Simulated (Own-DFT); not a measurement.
# Computed records: SiC (4H silicon carbide, atoms displaced)

Computed with Own-DFT development build. A calculation, not a measurement: plane-wave PBE density functional theory by an unreviewed code, no spin, of a simulated periodic cell, stress positive in tension, free energy of the whole cell less one offset for each atom, forces on such cells passed a denser k mesh, this cell's mesh not checked; offsets are fitted by least squares, one for each functional and potential file, so energies compare only between cells with the same atoms and settings and are not formation energies; the far tail of each file's local potential was reset to the Coulomb form; each entry is a single point on an unrelaxed cell, so the pressure reflects the starting lattice, mostly measured values (interpolated for alloys), from which strain is counted, and rises with the displacements; printed positions are rounded, which can move forces by about a meV/angstrom; the program, named Own-DFT, is a retired in-house code; no spin-orbit coupling.

Settings shared by all entries: functional PBE; potential files PseudoDojo norm-conserving, scalar-relativistic, standard set; wave cutoff 42 hartree; occupations Fermi-Dirac; smearing width 0.1 eV; hardware one NVIDIA H100; k mesh 4 x 4 x 3 centred on Gamma.

(1) SiC (4H silicon carbide, atoms displaced)

```
SiC
1.0
      9.2481     0.0000     0.0000
     -4.6241     8.0091     0.0000
      0.0000     0.0000    10.0681
Si C Si C Si C Si C Si C Si C Si C Si C Si C Si C Si C Si C Si C Si C Si C Si C Si C Si C
2 2 2 2 2 2 2 2 2 2 2 2 2 2 2 2 2 2 2 2 2 2 2 2 2 2 2 2 2 2 2 2 2 2 2 2
Direct
  0.99556 0.99799 0.40887
  0.11443 0.22333 0.15588
  0.99694 0.98945 0.09491
  0.10885 0.21479 0.34749
  0.00056 0.34505 0.40392
  0.10927 0.55352 0.15356
  0.00102 0.33422 0.09345
  0.10887 0.55627 0.34649
  0.00030 0.66546 0.40695
  0.11789 0.89472 0.15710
  0.99065 0.65534 0.10059
  0.10709 0.89209 0.34830
  0.34193 0.00263 0.39993
  0.44807 0.21844 0.15566
  0.32834 0.99650 0.09902
  0.44333 0.22496 0.34266
  0.33356 0.33014 0.40948
  0.45012 0.55938 0.15107
  0.33924 0.33428 0.09577
  0.44167 0.55120 0.34430
  0.33331 0.66692 0.40566
  0.43863 0.88811 0.15626
  0.33616 0.66664 0.09025
  0.43883 0.88988 0.33946
  0.67355 0.00400 0.41258
  0.77972 0.22383 0.15981
  0.66936 0.00238 0.09162
  0.77904 0.22581 0.34776
  0.66546 0.33403 0.41032
  0.77607 0.55553 0.15951
  0.65862 0.32855 0.09435
  0.78222 0.55478 0.34485
  0.66921 0.66586 0.40384
  0.77740 0.89301 0.15890
  0.66701 0.66884 0.09561
  0.77420 0.88709 0.34078
  0.99715 0.00091 0.90482
  0.89821 0.77963 0.65971
  0.99593 0.99489 0.59049
  0.88578 0.77066 0.84388
  0.00058 0.66355 0.90600
  0.89062 0.44122 0.65488
  0.99975 0.66920 0.59382
  0.89609 0.45372 0.83985
  0.00178 0.33316 0.90855
  0.89029 0.11256 0.65526
  0.00039 0.33483 0.59094
  0.89067 0.10956 0.84562
  0.66334 0.99682 0.90557
  0.55417 0.77508 0.65429
  0.66753 0.00251 0.59429
  0.55900 0.77752 0.84244
  0.67362 0.66890 0.90492
  0.55010 0.43784 0.66218
  0.66783 0.66006 0.59837
  0.55190 0.44929 0.84430
  0.67365 0.33597 0.90530
  0.55382 0.11493 0.65541
  0.66635 0.33303 0.58676
  0.55742 0.11454 0.84356
  0.33133 0.00025 0.91033
  0.22098 0.78011 0.65548
  0.33418 0.99648 0.59259
  0.22049 0.77258 0.84835
  0.33530 0.66988 0.90315
  0.22135 0.44925 0.65685
  0.32944 0.66212 0.59386
  0.22503 0.44474 0.84338
  0.33052 0.33195 0.90971
  0.22588 0.11732 0.65496
  0.32811 0.33662 0.59233
  0.21519 0.09945 0.84631
```

```
free energy of cell above offsets : -10.348 eV
pressure                          : 3.79 GPa
stress xx                         : -3.57 GPa
stress yy                         : -3.02 GPa
stress zz                         : -4.79 GPa
stress yz                         : 0.5 GPa
stress xz                         : 0.52 GPa
stress xy                         : 0.31 GPa
wall time                         : 355.1 s
```

Force:
| element | x (eV/Å) | y (eV/Å) | z (eV/Å) |
| --- | --- | --- | --- |
| Si | 0.114 | -0.085 | -0.834 |
| Si | 0.13 | -0.846 | 0.618 |
| C | -0.499 | 1.917 | -0.637 |
| C | -0.832 | 1.704 | -0.535 |
| Si | 1.475 | -2.469 | 0.484 |
| Si | 0.476 | 0.417 | 0.706 |
| C | 0.158 | -0.442 | 0.317 |
| C | 0.785 | 0.979 | -1.089 |
| Si | -0.37 | 1.2 | -0.063 |
| Si | -1.877 | -2.367 | 1.229 |
| C | 0.988 | 1.863 | -1.617 |
| C | 1.542 | -0.454 | -0.717 |
| Si | -2.552 | -0.032 | 1.391 |
| Si | -1.594 | 0.456 | 0.548 |
| C | 1.068 | 0.825 | -1.335 |
| C | 1.145 | -0.308 | 0.339 |
| Si | -1.035 | 0.295 | -1.078 |
| Si | -0.642 | -0.728 | 1.263 |
| C | -0.605 | -0.355 | -0.356 |
| C | 0.187 | 0.649 | -0.334 |
| Si | 0.124 | -0.183 | -0.161 |
| Si | 1.637 | -0.244 | -0.504 |
| C | -0.771 | 0.07 | 0.358 |
| C | 2.157 | -0.473 | 0.904 |
| Si | -0.957 | -0.492 | -1.604 |
| Si | -0.491 | -0.216 | -0.521 |
| C | -0.863 | -0.06 | 0.585 |
| C | -0.103 | -0.321 | -0.358 |
| Si | -0.125 | 0.133 | -2.093 |
| Si | -0.506 | -0.631 | -0.168 |
| C | 1.987 | 1.001 | -0.383 |
| C | -0.856 | -0.164 | 0.22 |
| Si | -0.478 | -0.47 | 1.013 |
| Si | 0.391 | -0.692 | -0.909 |
| C | 0.735 | 0.318 | -0.603 |
| C | 0.026 | 0.296 | 1.375 |
| Si | 0.637 | -1.508 | 0.867 |
| Si | -1.995 | -0.716 | -0.596 |
| C | 0.275 | 1.033 | 1.426 |
| C | 1.006 | 1.452 | 0.302 |
| Si | -0.492 | 0.908 | 1.238 |
| Si | -0.832 | 0.911 | -0.382 |
| C | 0.998 | -0.9 | -0.068 |
| C | 0.047 | -2.312 | 0.624 |
| Si | -0.107 | 0.231 | -0.849 |
| Si | 0.203 | -0.288 | 0.105 |
| C | 0.159 | -0.117 | 0.422 |
| C | -1.011 | 0.637 | -0.509 |
| Si | 0.432 | 0.553 | -0.198 |
| Si | 0.672 | 0.009 | 0.083 |
| C | -0.14 | -0.389 | 0.621 |
| C | -0.497 | 0.141 | 0.154 |
| Si | -1.393 | -0.403 | 0.543 |
| Si | 0.099 | 1.083 | -1.439 |
| C | -0.286 | 0.854 | -0.915 |
| C | 1.229 | -1.375 | 0.808 |
| Si | -1.201 | 0.246 | 0.147 |
| Si | 0.634 | -0.673 | -0.077 |
| C | -0.214 | -0.006 | 2.81 |
| C | -0.243 | -0.313 | 0.212 |
| Si | 0.63 | -0.533 | -0.531 |
| Si | 0.473 | -0.654 | 0.39 |
| C | -0.434 | 1.24 | -0.29 |
| C | -0.212 | 1.362 | -0.792 |
| Si | 0.845 | -0.712 | 0.393 |
| Si | 0.097 | -1.074 | -0.002 |
| C | -0.054 | 1.535 | -0.214 |
| C | -0.614 | -0.091 | 0.37 |
| Si | 0.537 | -0.325 | -0.428 |
| Si | -0.36 | -1.46 | -0.056 |
| C | 1.09 | -0.374 | 0.93 |
| C | 0.055 | 1.934 | -0.552 |

(2) SiC (4H silicon carbide, atoms displaced)

```
SiC
1.0
      9.2481     0.0000     0.0000
     -4.6241     8.0091     0.0000
      0.0000     0.0000    10.0681
Si C Si C Si C Si C Si C Si C Si C Si C Si C Si C Si C Si C Si C Si C Si C Si C Si C Si C
2 2 2 2 2 2 2 2 2 2 2 2 2 2 2 2 2 2 2 2 2 2 2 2 2 2 2 2 2 2 2 2 2 2 2 2
Direct
  0.99961 0.00192 0.40322
  0.10950 0.22207 0.15807
  0.00454 0.00765 0.09645
  0.11302 0.22765 0.34536
  0.00734 0.33476 0.40981
  0.10588 0.55605 0.15723
  0.00352 0.33569 0.09729
  0.11660 0.55873 0.33934
  0.00427 0.66920 0.40872
  0.10537 0.88381 0.15221
  0.00019 0.66971 0.09259
  0.10822 0.88235 0.34083
  0.34197 0.00870 0.40813
  0.44407 0.21930 0.16183
  0.33710 0.00858 0.09761
  0.44646 0.22147 0.34526
  0.33394 0.33332 0.40370
  0.45267 0.55818 0.15381
  0.33411 0.32816 0.09418
  0.44466 0.55358 0.34000
  0.33543 0.66539 0.40248
  0.44442 0.88888 0.15525
  0.32956 0.66708 0.08947
  0.44499 0.88587 0.34841
  0.67435 0.99143 0.40320
  0.77822 0.23044 0.15838
  0.66906 0.00011 0.09810
  0.77756 0.22125 0.34558
  0.65575 0.33213 0.40903
  0.78334 0.55841 0.15615
  0.66499 0.33228 0.09311
  0.78294 0.55201 0.34519
  0.66562 0.66757 0.40615
  0.77530 0.88657 0.15989
  0.66965 0.67044 0.09804
  0.76719 0.88805 0.34609
  0.99839 0.99893 0.91155
  0.88559 0.77774 0.65863
  0.99719 0.00242 0.59263
  0.89080 0.78617 0.84683
  0.99984 0.67164 0.90495
  0.88458 0.44618 0.65877
  0.99761 0.66428 0.59132
  0.88870 0.44629 0.84173
  0.00271 0.33539 0.90454
  0.88958 0.10884 0.65421
  0.00225 0.33693 0.59434
  0.89199 0.11488 0.83938
  0.66896 0.00151 0.90438
  0.55497 0.77391 0.66288
  0.66563 0.00034 0.59138
  0.55716 0.78096 0.84875
  0.66336 0.66246 0.91047
  0.55049 0.44724 0.65418
  0.66453 0.66022 0.59067
  0.56152 0.44823 0.83912
  0.67562 0.33626 0.90842
  0.55917 0.11504 0.65548
  0.66018 0.32492 0.59322
  0.55071 0.10839 0.83899
  0.33165 0.99893 0.90922
  0.22741 0.79095 0.65860
  0.33229 0.99412 0.59188
  0.22405 0.77673 0.83705
  0.32973 0.67056 0.90904
  0.22065 0.44468 0.65794
  0.33712 0.66963 0.59391
  0.21611 0.44744 0.84483
  0.34014 0.33452 0.90981
  0.22352 0.11222 0.65522
  0.32960 0.32934 0.58897
  0.21692 0.11281 0.84190
```

```
free energy of cell above offsets : -9.731 eV
pressure                          : 3.99 GPa
stress xx                         : -2.04 GPa
stress yy                         : -4.2 GPa
stress zz                         : -5.74 GPa
stress yz                         : 0.16 GPa
stress xz                         : 0.35 GPa
stress xy                         : 0.03 GPa
wall time                         : 355.5 s
```

Force:
| element | x (eV/Å) | y (eV/Å) | z (eV/Å) |
| --- | --- | --- | --- |
| Si | 0.276 | -0.579 | 0.364 |
| Si | 0.372 | 1.089 | 0.019 |
| C | -0.535 | -1.776 | 0.112 |
| C | 0.762 | -1.204 | -0.428 |
| Si | -2.183 | 0.624 | -0.586 |
| Si | 1.382 | 0.09 | -0.445 |
| C | -0.927 | -0.088 | -1.068 |
| C | -0.52 | -0.432 | 1.348 |
| Si | 0.194 | -0.924 | -0.546 |
| Si | 0.752 | 1.809 | 1.179 |
| C | 0.121 | -0.612 | -0.807 |
| C | -0.161 | 1.77 | 0.355 |
| Si | -0.303 | -2.735 | -0.516 |
| Si | -0.043 | 1.05 | -1 |
| C | -0.086 | -2.196 | -0.754 |
| C | -1.321 | 0.324 | -0.166 |
| Si | -0.168 | 0.128 | 0.077 |
| Si | -1.897 | -0.871 | 0.056 |
| C | -0.098 | 0.995 | 0.562 |
| C | 0.361 | 0.119 | 0.378 |
| Si | -0.294 | 0.319 | 0.946 |
| Si | 0.055 | 0.112 | 0.763 |
| C | 0.429 | 0.011 | 1.279 |
| C | 0.102 | 0.836 | -1.084 |
| Si | -5.241 | 3.19 | 1.747 |
| Si | 1.248 | -1.458 | 0.439 |
| C | -0.456 | 0.581 | -1.064 |
| C | 0.01 | 0.216 | 0.351 |
| Si | 3.319 | 0.21 | -0.113 |
| Si | -0.8 | -0.741 | 0.621 |
| C | -0.119 | 0.849 | 0.222 |
| C | -1.308 | 0.696 | -0.137 |
| Si | 0.705 | -0.756 | -0.391 |
| Si | 0.047 | 1.309 | -0.445 |
| C | 0.811 | -0.612 | -0.74 |
| C | 4.932 | -1.808 | -1.42 |
| Si | -0.456 | 1.613 | -0.981 |
| Si | 0.497 | 0.143 | -0.838 |
| C | 1.151 | -0.845 | -0.43 |
| C | -0.127 | -1.579 | -0.049 |
| Si | 0.483 | -0.399 | -0.563 |
| Si | 0.699 | -0.547 | -1.414 |
| C | 0.002 | 1.033 | 1.387 |
| C | 0.405 | 0.461 | 1.036 |
| Si | -0.614 | -0.438 | 0.596 |
| Si | -1.098 | 0.927 | -0.098 |
| C | -0.427 | -0.394 | 0.323 |
| C | -0.176 | -0.474 | 1.221 |
| Si | -0.165 | 0.506 | 0.559 |
| Si | -0.303 | 0.796 | -1.335 |
| C | 0.834 | -0.543 | 0.555 |
| C | 0.073 | -1.014 | 0.014 |
| Si | 0.083 | 1.225 | -0.601 |
| Si | 1.036 | -1.436 | -0.168 |
| C | -0.366 | 1.285 | 0.736 |
| C | -0.337 | -0.522 | 1.329 |
| Si | -1.542 | -1.009 | -1 |
| Si | -0.09 | -1.76 | -0.262 |
| C | -0.546 | 2.212 | 0.242 |
| C | 0.665 | 0.687 | 1.517 |
| Si | -0.202 | 0.669 | -0.788 |
| Si | 0.462 | -3.419 | -1.541 |
| C | -0.518 | 2.826 | 0.045 |
| C | -1.24 | 0.867 | 2.388 |
| Si | 0.988 | -0.639 | -1.204 |
| Si | 0.017 | 0.551 | -0.355 |
| C | -0.461 | -0.467 | 0.057 |
| C | 2.276 | 0.193 | 0.235 |
| Si | -1.257 | -0.04 | -1.093 |
| Si | -0.339 | -0.615 | -0.116 |
| C | -0.001 | 0.777 | 0.726 |
| C | 1.178 | -0.168 | 0.764 |

(3) SiC (4H silicon carbide, atoms displaced)

```
SiC
1.0
      9.2481     0.0000     0.0000
     -4.6241     8.0091     0.0000
      0.0000     0.0000    10.0681
Si C Si C Si C Si C Si C Si C Si C Si C Si C Si C Si C Si C Si C Si C Si C Si C Si C Si C
2 2 2 2 2 2 2 2 2 2 2 2 2 2 2 2 2 2 2 2 2 2 2 2 2 2 2 2 2 2 2 2 2 2 2 2
Direct
  0.00332 0.00298 0.40893
  0.10428 0.22065 0.15517
  0.00579 0.00194 0.09778
  0.11308 0.22362 0.34641
  0.99619 0.33386 0.40480
  0.11337 0.55564 0.15927
  0.99888 0.32851 0.08956
  0.11077 0.55392 0.34667
  0.00263 0.66648 0.40552
  0.11538 0.88894 0.15500
  0.99496 0.66307 0.09353
  0.11174 0.88760 0.34594
  0.33816 0.00418 0.40725
  0.44607 0.21769 0.16021
  0.33049 0.99397 0.09765
  0.44621 0.22197 0.34222
  0.33866 0.33571 0.41151
  0.44344 0.55205 0.15685
  0.33423 0.32986 0.09325
  0.44439 0.55255 0.33964
  0.33372 0.66729 0.39987
  0.45372 0.89383 0.14923
  0.34137 0.67306 0.09234
  0.43878 0.88815 0.33717
  0.65612 0.99030 0.40585
  0.77312 0.21744 0.15866
  0.66425 0.99991 0.09458
  0.77297 0.21640 0.34727
  0.66416 0.32492 0.40973
  0.77676 0.55537 0.15472
  0.66546 0.33104 0.08940
  0.78099 0.56264 0.33911
  0.66704 0.67155 0.40366
  0.77761 0.88699 0.15245
  0.66583 0.66670 0.08528
  0.77389 0.88750 0.34375
  0.99847 0.99655 0.90522
  0.89142 0.78486 0.65788
  0.00715 0.01075 0.59701
  0.88453 0.77627 0.84591
  0.99927 0.67054 0.90574
  0.89426 0.45104 0.65036
  0.99796 0.66439 0.59305
  0.89435 0.44725 0.84224
  0.99777 0.32780 0.90573
  0.88993 0.10775 0.65689
  0.99369 0.32846 0.59193
  0.89230 0.10994 0.84645
  0.67075 0.99948 0.90822
  0.55128 0.77256 0.65275
  0.66111 0.00271 0.59322
  0.55625 0.77874 0.84385
  0.67372 0.67199 0.90505
  0.55749 0.44398 0.65451
  0.66397 0.66610 0.59749
  0.55003 0.44743 0.84041
  0.66168 0.33338 0.90578
  0.56055 0.11718 0.65316
  0.66482 0.33386 0.59433
  0.55195 0.10607 0.84454
  0.33927 0.00675 0.90562
  0.22235 0.78171 0.65080
  0.33226 0.99956 0.59391
  0.21497 0.77839 0.84254
  0.33263 0.66321 0.90659
  0.22432 0.45075 0.65891
  0.33306 0.66639 0.59495
  0.22239 0.44543 0.84687
  0.33780 0.33402 0.90846
  0.22212 0.10552 0.65310
  0.33368 0.33322 0.59437
  0.22136 0.11092 0.84444
```

```
free energy of cell above offsets : -10.620 eV
pressure                          : 3.68 GPa
stress xx                         : -3.28 GPa
stress yy                         : -3.49 GPa
stress zz                         : -4.27 GPa
stress yz                         : 0.27 GPa
stress xz                         : 0.72 GPa
stress xy                         : -0.14 GPa
wall time                         : 360.6 s
```

Force:
| element | x (eV/Å) | y (eV/Å) | z (eV/Å) |
| --- | --- | --- | --- |
| Si | -0.381 | -0.368 | -0.796 |
| Si | 1.833 | 0.284 | 0.643 |
| C | -0.881 | -0.782 | -1.044 |
| C | -0.255 | 0.225 | -0.339 |
| Si | 0.941 | -0.897 | 0.513 |
| Si | -0.246 | 0.037 | -1.236 |
| C | -0.886 | 0.644 | 1.267 |
| C | -0.102 | 0.014 | -0.526 |
| Si | -0.957 | 0.268 | -0.222 |
| Si | -0.881 | -0.809 | 0.865 |
| C | 0.934 | 0.574 | 0.023 |
| C | 0.147 | 0.598 | 0.039 |
| Si | -0.874 | -0.839 | -0.596 |
| Si | -0.706 | 0.35 | -1.305 |
| C | 0.892 | 1.196 | -1.191 |
| C | -0.061 | 0.194 | 1.239 |
| Si | -0.75 | -0.424 | -1.211 |
| Si | 0.234 | 0.218 | -1.313 |
| C | -0.333 | -0.013 | 0.618 |
| C | -0.109 | 0.617 | 1.106 |
| Si | 0.235 | -0.314 | 0.889 |
| Si | -1.979 | -1.303 | 1.101 |
| C | -0.593 | -1.232 | 0.494 |
| C | 0.737 | -0.092 | 0.733 |
| Si | 0.546 | 0.956 | 0.021 |
| Si | 0.304 | 1.053 | -0.485 |
| C | 1.797 | 0.498 | -0.599 |
| C | 0.178 | 0.05 | -0.633 |
| Si | -0.431 | 1.874 | -1.043 |
| Si | -0.241 | -0.168 | -0.35 |
| C | -0.039 | 0.009 | 1.19 |
| C | 0.057 | -1.359 | 1.28 |
| Si | 0.571 | -1.074 | 0.504 |
| Si | 0.285 | 0.042 | 0.614 |
| C | 0.207 | -0.153 | 1.818 |
| C | 0.44 | 0.709 | -0.059 |
| Si | 0.698 | 0.643 | 0.919 |
| Si | -0.043 | -0.912 | -0.375 |
| C | -0.272 | -2.069 | -0.787 |
| C | 1.113 | 0.803 | -0.793 |
| Si | 0.546 | -1.051 | 0.167 |
| Si | -0.261 | -1.689 | 1.626 |
| C | -0.255 | 1.604 | -0.58 |
| C | -1.094 | -0.525 | -0.03 |
| Si | -0.11 | 1.367 | -0.431 |
| Si | -1.51 | 0.932 | 0.099 |
| C | 0.713 | 0.921 | 0.31 |
| C | -0.574 | -0.438 | -0.554 |
| Si | -0.909 | -0.072 | -0.812 |
| Si | -0.17 | 1.368 | 1.231 |
| C | 1.581 | -1.147 | -0.182 |
| C | 0.091 | -0.057 | -0.174 |
| Si | -2.074 | -1.311 | -0.68 |
| Si | -0.936 | 0.135 | 0.423 |
| C | 0.829 | 0.475 | -1.347 |
| C | 1.687 | 0.012 | 0.504 |
| Si | 0.906 | 0.22 | -1.012 |
| Si | -0.821 | -1.025 | 1.372 |
| C | 0.687 | 0.528 | -0.261 |
| C | 1.085 | 1.309 | -0.424 |
| Si | -1.13 | -1.728 | 0.343 |
| Si | 0.253 | -0.944 | 1.434 |
| C | 0.805 | 0.523 | -0.706 |
| C | 1.478 | 0.575 | -0.047 |
| Si | -0.652 | 1.089 | -0.353 |
| Si | -0.169 | -1.614 | -0.297 |
| C | -0.479 | 0.361 | -1.303 |
| C | 0.203 | -0.673 | -0.201 |
| Si | -1.219 | -0.252 | -0.502 |
| Si | 0.004 | 1.894 | 1.369 |
| C | 0.08 | 0.095 | 0.36 |
| C | 0.287 | 0.07 | -0.318 |
